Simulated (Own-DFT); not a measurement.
Simulation results for Al$_{3}$GaN$_{4}$ (wurtzite random alloy, strained, atoms displaced)

All values are calculated (Own-DFT development build). A calculation, not a measurement: plane-wave PBE density functional theory by an unreviewed code, no spin, of a simulated periodic cell, stress positive in tension, free energy of the whole cell less one offset for each atom, forces on such cells passed a denser k mesh, this cell's mesh not checked; offsets are fitted by least squares, one for each functional and potential file, so energies compare only between cells with the same atoms and settings and are not formation energies; the far tail of each file's local potential was reset to the Coulomb form; each entry is a single point on an unrelaxed cell, so the pressure reflects the starting lattice, mostly measured values, from which strain is counted, and rises with the displacements; printed positions are rounded, which can move forces by about a meV/angstrom; the program is a retired in-house code; no spin-orbit coupling.

Common to all runs: functional PBE; potential files PseudoDojo norm-conserving, scalar-relativistic, standard set with the stringent files for Ga; wave cutoff 96 hartree; occupations Gaussian; smearing width 0.01 eV; k mesh 4 x 4 x 3 centred on Gamma.

(1) 
```cif
# cell vector a (Å): 9.5816 0.0000 0.0000
# cell vector b (Å): -4.7908 8.2979 0.0000
# cell vector c (Å): 0.0000 0.0000 10.0655
data_Al3GaN4
_symmetry_space_group_name_H-M 'P 1'
_symmetry_Int_Tables_number 1
_cell_length_a 9.5816
_cell_length_b 9.5816
_cell_length_c 10.0655
_cell_angle_alpha 90.000
_cell_angle_beta 90.000
_cell_angle_gamma 120.000
_cell_volume 800.28
loop_
_atom_site_label
_atom_site_type_symbol
_atom_site_fract_x
_atom_site_fract_y
_atom_site_fract_z
_atom_site_occupancy
Ga1 Ga 0.10914 0.22253 0.00233 1
Al1 Al 0.22502 0.11284 0.24625 1
N1 N 0.10453 0.21671 0.18818 1
N2 N 0.22369 0.11454 0.43231 1
Al2 Al 0.11155 0.21709 0.49436 1
Al3 Al 0.22066 0.11227 0.74161 1
N3 N 0.10890 0.22194 0.68868 1
N4 N 0.22899 0.11537 0.93882 1
Al4 Al 0.10384 0.55813 0.99157 1
Al5 Al 0.22598 0.44734 0.25651 1
N5 N 0.11816 0.56206 0.18914 1
N6 N 0.22472 0.44591 0.43317 1
Al6 Al 0.10750 0.55860 0.50294 1
Al7 Al 0.22124 0.44253 0.74743 1
N7 N 0.09907 0.54920 0.68741 1
N8 N 0.22556 0.44467 0.94590 1
Al8 Al 0.11614 0.88903 0.99560 1
Al9 Al 0.21715 0.77439 0.24301 1
N9 N 0.11374 0.89068 0.19275 1
N10 N 0.21401 0.77704 0.43479 1
Al10 Al 0.11509 0.89425 0.49970 1
Al11 Al 0.21653 0.77462 0.75524 1
N11 N 0.12078 0.90387 0.68779 1
N12 N 0.21092 0.77502 0.93886 1
Al12 Al 0.44920 0.22120 0.99415 1
Ga2 Ga 0.54291 0.10433 0.25481 1
N13 N 0.44965 0.22894 0.18212 1
N14 N 0.54978 0.11376 0.44242 1
Al13 Al 0.45163 0.22759 0.50714 1
Al14 Al 0.55890 0.10638 0.74374 1
N15 N 0.43824 0.21867 0.69279 1
N16 N 0.55651 0.12373 0.93854 1
Ga3 Ga 0.43764 0.55729 0.00889 1
Ga4 Ga 0.56010 0.45168 0.25321 1
N17 N 0.44430 0.55474 0.19476 1
N18 N 0.57376 0.45537 0.43199 1
Al15 Al 0.43437 0.54115 0.50947 1
Ga5 Ga 0.54922 0.44147 0.74778 1
N19 N 0.44164 0.55342 0.69294 1
N20 N 0.55215 0.44399 0.93974 1
Al16 Al 0.44767 0.89924 0.00107 1
Ga6 Ga 0.57044 0.78034 0.25057 1
N21 N 0.43278 0.89025 0.19537 1
N22 N 0.55751 0.78322 0.43937 1
Al17 Al 0.44157 0.89157 0.50323 1
Al18 Al 0.56603 0.78795 0.74456 1
N23 N 0.44080 0.88709 0.69856 1
N24 N 0.55827 0.78366 0.93086 1
Ga7 Ga 0.77395 0.22583 0.00144 1
Al19 Al 0.88945 0.10615 0.25566 1
N25 N 0.77251 0.21825 0.19326 1
N26 N 0.89031 0.11460 0.43837 1
Al20 Al 0.78783 0.22765 0.49786 1
Al21 Al 0.89333 0.11744 0.75177 1
N27 N 0.77184 0.22525 0.68907 1
N28 N 0.88079 0.10482 0.94254 1
Ga8 Ga 0.78234 0.56396 0.99575 1
Al22 Al 0.89611 0.45483 0.24637 1
N29 N 0.79146 0.55619 0.18845 1
N30 N 0.88940 0.43900 0.43784 1
Al23 Al 0.78418 0.56153 0.50211 1
Al24 Al 0.87478 0.42934 0.75024 1
N31 N 0.77945 0.56006 0.69098 1
N32 N 0.88538 0.44015 0.94135 1
Al25 Al 0.77336 0.87958 0.00163 1
Ga9 Ga 0.89171 0.77617 0.24842 1
N33 N 0.78213 0.89094 0.18687 1
N34 N 0.88827 0.78097 0.43592 1
Al26 Al 0.77304 0.88903 0.50262 1
Al27 Al 0.89852 0.78081 0.74940 1
N35 N 0.77149 0.88355 0.69040 1
N36 N 0.88675 0.77438 0.95252 1
_calc_free_energy_of_cell_above_offsets '-23.596'  # eV
_calc_pressure -1.71  # GPa
_calc_stress_xx 4.86  # GPa
_calc_stress_yy 4.1  # GPa
_calc_stress_zz -3.82  # GPa
_calc_stress_yz -0.23  # GPa
_calc_stress_xz 0.22  # GPa
_calc_stress_xy -0.24  # GPa
```

Force:
```tsv
element	x (eV/Å)	y (eV/Å)	z (eV/Å)
Ga	0.138	-0.521	-0.707
Al	0.128	0.226	-0.895
N	0.561	0.73	2.21
N	0.527	0.179	1.526
Al	-0.449	0.718	-0.069
Al	-0.001	1.024	1.876
N	0.047	0.188	-0.463
N	-0.174	-1.132	-0.721
Al	1.326	-0.887	1.294
Al	-0.678	-0.353	-2.508
N	-0.2	-1.129	-0.568
N	-0.285	-0.448	2.928
Al	0.312	-0.169	-1.402
Al	-0.336	0.253	0.897
N	0.724	0.414	1.266
N	-2.263	0.44	-1.844
Al	-1.478	1.192	1.264
Al	-0.114	0.507	0.938
N	0.574	0.545	-1.179
N	0.771	0.062	1.303
Al	-0.36	-0.239	-1.269
Al	0.263	0.177	-1.345
N	-0.245	-2.371	0.213
N	1.416	0.209	0.059
Al	-1.736	1.444	0.637
Ga	0.63	1.559	-0.813
N	-1.094	-0.572	0.629
N	1.05	-0.241	1.996
Al	-0.497	0.106	-1.643
Al	-1.539	0.473	1.071
N	0.879	-0.317	-0.788
N	0.781	-2.373	-1.278
Ga	1.317	0.339	-1.639
Ga	1.023	-0.962	-2.351
N	-0.536	0.38	0.625
N	-1.538	-1.03	4.119
Al	0.807	1.656	-2.013
Ga	0.68	0.496	1.014
N	-1.053	0.747	-0.521
N	0.246	0.028	0.434
Al	0.259	-0.509	-0.185
Ga	-2.22	-0.174	0.132
N	1.349	-1.016	-1.773
N	-0.437	-0.523	1.891
Al	-0.113	-0.492	-0.854
Al	-1.53	-1.805	0.796
N	0.009	-0.245	-1.082
N	-0.52	0.272	1.602
Ga	0.666	-1.018	0.945
Al	-0.885	0.876	-1.806
N	0.936	0.526	0.918
N	0.32	-0.728	1.303
Al	-1.329	-0.598	-0.528
Al	-0.528	-0.96	0.185
N	1.322	-1.452	-0.55
N	0.443	-0.182	-1.047
Ga	-0.598	-2.745	0.634
Al	0.998	-2.038	0.414
N	-1.551	0.211	0.096
N	-0.223	1.353	0.405
Al	0.366	-0.066	-0.687
Al	0.021	2.426	0.245
N	0.821	-0.101	-0.031
N	0.529	1.127	-1.335
Al	-0.502	1.198	-0.777
Ga	0.205	0.29	-0.453
N	0.25	0.407	0.107
N	0.197	0.301	2.344
Al	0.627	-0.07	-0.704
Al	-1.157	-0.058	0.35
N	1.929	1.598	-0.177
N	0.721	2.847	-2.662
```

(2) 
```cif
# cell vector a (Å): 9.5816 0.0000 0.0000
# cell vector b (Å): -4.7908 8.2979 0.0000
# cell vector c (Å): 0.0000 0.0000 10.0655
data_Al3GaN4
_symmetry_space_group_name_H-M 'P 1'
_symmetry_Int_Tables_number 1
_cell_length_a 9.5816
_cell_length_b 9.5816
_cell_length_c 10.0655
_cell_angle_alpha 90.000
_cell_angle_beta 90.000
_cell_angle_gamma 120.000
_cell_volume 800.28
loop_
_atom_site_label
_atom_site_type_symbol
_atom_site_fract_x
_atom_site_fract_y
_atom_site_fract_z
_atom_site_occupancy
Al1 Al 0.11227 0.22501 0.00247 1
Ga1 Ga 0.22151 0.11648 0.25716 1
N1 N 0.11924 0.21812 0.19183 1
N2 N 0.22528 0.12332 0.43686 1
Al2 Al 0.11351 0.21646 0.49422 1
Al3 Al 0.22889 0.11024 0.74781 1
N3 N 0.11516 0.22703 0.69305 1
N4 N 0.21849 0.10489 0.94619 1
Al4 Al 0.11264 0.55359 0.99831 1
Al5 Al 0.22783 0.44870 0.25413 1
N5 N 0.10841 0.55830 0.18962 1
N6 N 0.21822 0.44451 0.44105 1
Al6 Al 0.10612 0.55667 0.50077 1
Al7 Al 0.22170 0.44286 0.75743 1
N7 N 0.11423 0.55012 0.68355 1
N8 N 0.22135 0.44949 0.94220 1
Al8 Al 0.10235 0.88456 0.00320 1
Ga2 Ga 0.23162 0.78855 0.25539 1
N9 N 0.11758 0.89344 0.18988 1
N10 N 0.21768 0.77391 0.44634 1
Al9 Al 0.10768 0.88749 0.50458 1
Ga3 Ga 0.21359 0.77541 0.75319 1
N11 N 0.12161 0.89781 0.69164 1
N12 N 0.22475 0.77750 0.93287 1
Al10 Al 0.44172 0.22730 0.00173 1
Al11 Al 0.54760 0.10392 0.24103 1
N13 N 0.44587 0.22419 0.19537 1
N14 N 0.55549 0.10716 0.43627 1
Ga4 Ga 0.44475 0.21667 0.50115 1
Al12 Al 0.55401 0.11456 0.74881 1
N15 N 0.43639 0.22548 0.69034 1
N16 N 0.55673 0.11055 0.93153 1
Al13 Al 0.44886 0.55798 0.00821 1
Ga5 Ga 0.55357 0.43574 0.24731 1
N17 N 0.44233 0.55140 0.18506 1
N18 N 0.56002 0.43851 0.43707 1
Al14 Al 0.44223 0.55626 0.50851 1
Al15 Al 0.54397 0.44083 0.75565 1
N19 N 0.45821 0.57155 0.68608 1
N20 N 0.55330 0.43847 0.93787 1
Al16 Al 0.45483 0.89401 0.99656 1
Al17 Al 0.56572 0.76830 0.24208 1
N21 N 0.43817 0.88591 0.18491 1
N22 N 0.56490 0.78178 0.43534 1
Ga6 Ga 0.43985 0.88579 0.50067 1
Ga7 Ga 0.55491 0.77878 0.74953 1
N23 N 0.45234 0.89154 0.68994 1
N24 N 0.55578 0.77606 0.94463 1
Al18 Al 0.77745 0.21010 0.00057 1
Al19 Al 0.88239 0.11008 0.23535 1
N25 N 0.77996 0.22204 0.18535 1
N26 N 0.88530 0.11487 0.43656 1
Ga8 Ga 0.77245 0.22262 0.50646 1
Ga9 Ga 0.89244 0.11617 0.74536 1
N27 N 0.78129 0.21586 0.69279 1
N28 N 0.88583 0.11021 0.93632 1
Al20 Al 0.77745 0.55392 0.00567 1
Al21 Al 0.89519 0.44894 0.24641 1
N29 N 0.78045 0.55671 0.19199 1
N30 N 0.89602 0.45204 0.44557 1
Al22 Al 0.77592 0.55479 0.49667 1
Al23 Al 0.87674 0.43709 0.75026 1
N31 N 0.77878 0.55529 0.68746 1
N32 N 0.89137 0.44030 0.93876 1
Al24 Al 0.77218 0.88196 0.99686 1
Al25 Al 0.88430 0.77685 0.24269 1
N33 N 0.77860 0.89084 0.19105 1
N34 N 0.87670 0.77864 0.44556 1
Al26 Al 0.77490 0.88922 0.50200 1
Al27 Al 0.88431 0.77232 0.74792 1
N35 N 0.78018 0.89400 0.69389 1
N36 N 0.88999 0.78376 0.94417 1
_calc_free_energy_of_cell_above_offsets '-23.040'  # eV
_calc_pressure -1.42  # GPa
_calc_stress_xx 4.27  # GPa
_calc_stress_yy 4.54  # GPa
_calc_stress_zz -4.54  # GPa
_calc_stress_yz -0.41  # GPa
_calc_stress_xz -0.35  # GPa
_calc_stress_xy 0.63  # GPa
```

Force:
```tsv
element	x (eV/Å)	y (eV/Å)	z (eV/Å)
Al	0.257	-0.612	-0.597
Ga	1.314	-1.267	-1.882
N	-3.264	1.842	-0.953
N	0.738	-2.387	2.487
Al	-2.564	1.541	0.932
Al	-2.082	0.166	1.406
N	1.481	-0.138	-0.69
N	0.041	0.989	-0.828
Al	-0.818	0.944	0.091
Al	-0.984	-0.524	-0.404
N	1.217	-0.467	-0.12
N	0.916	0.256	0.152
Al	1.297	-0.519	-0.074
Al	-0.303	0.619	-1.6
N	-0.89	-0.249	1.571
N	1.448	-0.68	0.512
Al	1.762	0.705	-0.46
Ga	-1.076	-1.473	-0.491
N	-1.534	-0.801	0.331
N	-0.934	0.605	0.053
Al	-0.392	0.144	-0.917
Ga	1.582	-0.613	-1.747
N	-1.926	-0.67	-0.594
N	-0.277	-0.022	3.275
Al	0.398	-1.748	-0.024
Al	0.913	0.67	0.931
N	0.686	-1.573	-1.86
N	-0.642	0.031	-0.655
Ga	-0.028	0.669	-0.867
Al	0.552	-0.63	-0.577
N	1.827	0.18	0.925
N	-0.231	0.423	1.856
Al	-0.707	-0.522	-2.522
Ga	0.039	1.324	0.899
N	0.075	0.392	1.523
N	-1.099	1.023	1.251
Al	0.346	0.08	-2.727
Al	1.006	1.05	-1.644
N	-0.445	-3.318	1.687
N	-0.283	1.184	1.293
Al	-1.749	-0.674	-0.42
Al	-2.09	0.85	1.436
N	2.418	0.713	-0.266
N	-0.797	-1.485	-0.188
Ga	1.152	-0.103	-0.306
Ga	0.423	1.301	0.429
N	-1.467	0.969	0.572
N	0.142	-0.321	0.634
Al	-1.108	1.578	-1.163
Al	1.274	0.464	2.313
N	-1.025	0.131	0.309
N	1.293	-0.719	-0.258
Ga	1.053	0.177	-1.655
Ga	1.237	-0.766	0.48
N	-3.146	1.548	0.512
N	1.004	-0.537	1.98
Al	0.664	-0.195	-1.406
Al	-0.235	-0.682	0.879
N	0.218	0.203	-0.376
N	-1.372	-0.327	-1.401
Al	0.136	0.198	0.092
Al	1.542	0.628	-0.292
N	-0.686	-0.49	0.778
N	-0.851	0.108	0.573
Al	0.376	1.389	-0.16
Al	1.068	0.69	1.42
N	0.404	-0.487	-1.338
N	2.014	-0.106	-0.899
Al	-0.276	1.104	-0.204
Al	0.082	0.982	0.066
N	1.022	-1.074	-0.61
N	-0.135	-1.688	-0.474
```

(3) 
```cif
# cell vector a (Å): 9.5816 0.0000 0.0000
# cell vector b (Å): -4.7908 8.2979 0.0000
# cell vector c (Å): 0.0000 0.0000 10.0655
data_Al3GaN4
_symmetry_space_group_name_H-M 'P 1'
_symmetry_Int_Tables_number 1
_cell_length_a 9.5816
_cell_length_b 9.5816
_cell_length_c 10.0655
_cell_angle_alpha 90.000
_cell_angle_beta 90.000
_cell_angle_gamma 120.000
_cell_volume 800.28
loop_
_atom_site_label
_atom_site_type_symbol
_atom_site_fract_x
_atom_site_fract_y
_atom_site_fract_z
_atom_site_occupancy
Ga1 Ga 0.09704 0.21743 0.00095 1
Ga2 Ga 0.21636 0.10897 0.25551 1
N1 N 0.10980 0.22976 0.19672 1
N2 N 0.22441 0.11785 0.44701 1
Al1 Al 0.12126 0.22629 0.50367 1
Al2 Al 0.22070 0.11552 0.74768 1
N3 N 0.11457 0.21566 0.68553 1
N4 N 0.22137 0.10915 0.94130 1
Al3 Al 0.11376 0.55609 0.99955 1
Al4 Al 0.21718 0.44506 0.25836 1
N5 N 0.11816 0.55541 0.19909 1
N6 N 0.21717 0.44152 0.44191 1
Al5 Al 0.11176 0.55596 0.50363 1
Ga3 Ga 0.22754 0.43973 0.74926 1
N7 N 0.11448 0.55912 0.69496 1
N8 N 0.21963 0.45231 0.93941 1
Al6 Al 0.10707 0.89264 0.00435 1
Ga4 Ga 0.22157 0.77336 0.24856 1
N9 N 0.11529 0.89840 0.18971 1
N10 N 0.21964 0.77744 0.44017 1
Ga5 Ga 0.10181 0.88901 0.50440 1
Ga6 Ga 0.22227 0.77891 0.75722 1
N11 N 0.11236 0.89312 0.69257 1
N12 N 0.22703 0.77872 0.94224 1
Al7 Al 0.45555 0.22143 0.00109 1
Al8 Al 0.55889 0.12116 0.25737 1
N13 N 0.44263 0.21211 0.19306 1
N14 N 0.55628 0.11322 0.44487 1
Al9 Al 0.44653 0.22799 0.50307 1
Al10 Al 0.56296 0.11797 0.75401 1
N15 N 0.44278 0.22155 0.68650 1
N16 N 0.55434 0.11580 0.94580 1
Al11 Al 0.44047 0.55338 0.99896 1
Al12 Al 0.56041 0.44396 0.24798 1
N17 N 0.44995 0.55212 0.19284 1
N18 N 0.55405 0.44410 0.44609 1
Al13 Al 0.45813 0.55938 0.50389 1
Al14 Al 0.56345 0.44152 0.74531 1
N19 N 0.44541 0.56494 0.69247 1
N20 N 0.56176 0.45152 0.94533 1
Al15 Al 0.44952 0.89020 0.00839 1
Ga7 Ga 0.54125 0.76580 0.24890 1
N21 N 0.44257 0.89356 0.18696 1
N22 N 0.56655 0.78615 0.43893 1
Al16 Al 0.45087 0.89342 0.49543 1
Al17 Al 0.55205 0.77694 0.75763 1
N23 N 0.44182 0.88419 0.69733 1
N24 N 0.56080 0.77691 0.94205 1
Al18 Al 0.78754 0.22486 0.99685 1
Al19 Al 0.89232 0.10500 0.24505 1
N25 N 0.77589 0.21855 0.20077 1
N26 N 0.88144 0.10433 0.43768 1
Al20 Al 0.78060 0.23115 0.49924 1
Al21 Al 0.89313 0.10940 0.75668 1
N27 N 0.77475 0.22153 0.69059 1
N28 N 0.89282 0.11592 0.93539 1
Al22 Al 0.78861 0.55607 0.99920 1
Al23 Al 0.89428 0.44234 0.24903 1
N29 N 0.77382 0.55718 0.17844 1
N30 N 0.87998 0.44359 0.44919 1
Ga8 Ga 0.78193 0.54873 0.50248 1
Al24 Al 0.89171 0.44829 0.74829 1
N31 N 0.77850 0.55215 0.68460 1
N32 N 0.88838 0.44491 0.93601 1
Ga9 Ga 0.78761 0.89949 0.99936 1
Al25 Al 0.88807 0.78244 0.24755 1
N33 N 0.77866 0.89399 0.18889 1
N34 N 0.88664 0.77291 0.44200 1
Al26 Al 0.78255 0.88714 0.49737 1
Al27 Al 0.88810 0.77332 0.75232 1
N35 N 0.77018 0.88610 0.69384 1
N36 N 0.89181 0.77247 0.93706 1
_calc_pressure ?
```

To be estimated
1. What pressure does the calculation give for Al$_{3}$GaN$_{4}$ (wurtzite random alloy, strained, atoms displaced) (entry 3)?
2. Give the table of force values for Al$_{3}$GaN$_{4}$ (wurtzite random alloy, strained, atoms displaced) (entry 3).

## Answers
1. -1.65 GPa
2. 
Force:
```tsv
element	x (eV/Å)	y (eV/Å)	z (eV/Å)
Ga	3.398	1.816	0.703
Ga	0.664	1.188	-0.205
N	-0.134	-0.368	-0.508
N	0.517	-0.09	0.029
Al	-1.922	-0.487	-1.273
Al	1.554	-1.014	0.842
N	-1.5	0.316	1.194
N	0.104	0.524	-0.246
Al	-0.59	0.775	-0.003
Al	1.707	-0.276	-0.567
N	-1.356	-1.146	-1.713
N	0.668	0.746	0.947
Al	0.019	0.414	0.106
Ga	-0.984	0.557	-0.288
N	-0.745	-1.235	-0.933
N	0.999	-0.833	0.95
Al	1.309	-0.149	-1.112
Ga	-0.569	1.558	0.41
N	-1.088	-2.054	0.021
N	0.765	-0.147	0.796
Ga	1.599	0.24	-0.445
Ga	0.146	0.422	-1.098
N	-0.923	-0.196	0.933
N	-0.616	0.026	2.445
Al	-2.578	1.008	0.502
Al	0.441	-1.511	-0.382
N	-0.241	1.878	-0.154
N	-0.248	0.514	-0.03
Al	0.248	-1.044	-0.705
Al	-0.89	-1.437	-0.547
N	0.334	0.322	1.389
N	2.51	-0.798	-0.74
Al	0.927	0.156	0.206
Al	-0.403	-0.554	0.028
N	-1.36	-1.408	-0.474
N	0.25	-0.181	-1.187
Al	-1.78	0.694	-0.282
Al	-1.394	0.41	1.074
N	1.912	-0.972	-0.384
N	0.199	-1.039	-1.022
Al	-0.349	0	-2.173
Ga	0.725	1.768	-0.038
N	0.662	0.366	1.567
N	-0.752	-1.267	0.837
Al	-0.484	-0.533	1.272
Al	0.055	0.598	-0.908
N	0.762	1.54	-0.99
N	-1.085	0.174	0.858
Al	-2.011	0.135	0.855
Al	-1.379	0.901	1.96
N	0.788	0.76	-1.676
N	0.972	1.102	0.516
Al	0.589	-2.347	0.186
Al	-0.724	-0.266	-3.308
N	1.122	0.631	0.581
N	-1.664	-0.126	0.538
Al	-1.773	0.032	-0.937
Al	-1.012	0.181	0.415
N	1.518	0.122	2.72
N	3.693	-0.584	-2.386
Ga	-2.503	1.632	-0.819
Al	0.517	-0.555	-0.403
N	0.105	0.542	2.801
N	1.083	-0.245	0.886
Ga	-0.261	-2.345	-0.288
Al	0.31	-0.592	-0.015
N	0.761	-0.596	0.373
N	-0.861	0.263	-1.242
Al	-0.827	0.718	0.771
Al	-0.426	0.634	-0.893
N	1.258	0.188	0.027
N	0.241	0.544	0.633
```

Further results for Al$_{3}$GaN$_{4}$ (wurtzite random alloy, strained, atoms displaced) (entry 3):

- free energy of cell above offsets: -23.572 eV
- stress xx: 4.63 GPa
- stress yy: 4.22 GPa
- stress zz: -3.9 GPa
- stress yz: -0.39 GPa
- stress xz: 0.4 GPa
- stress xy: 0.77 GPa
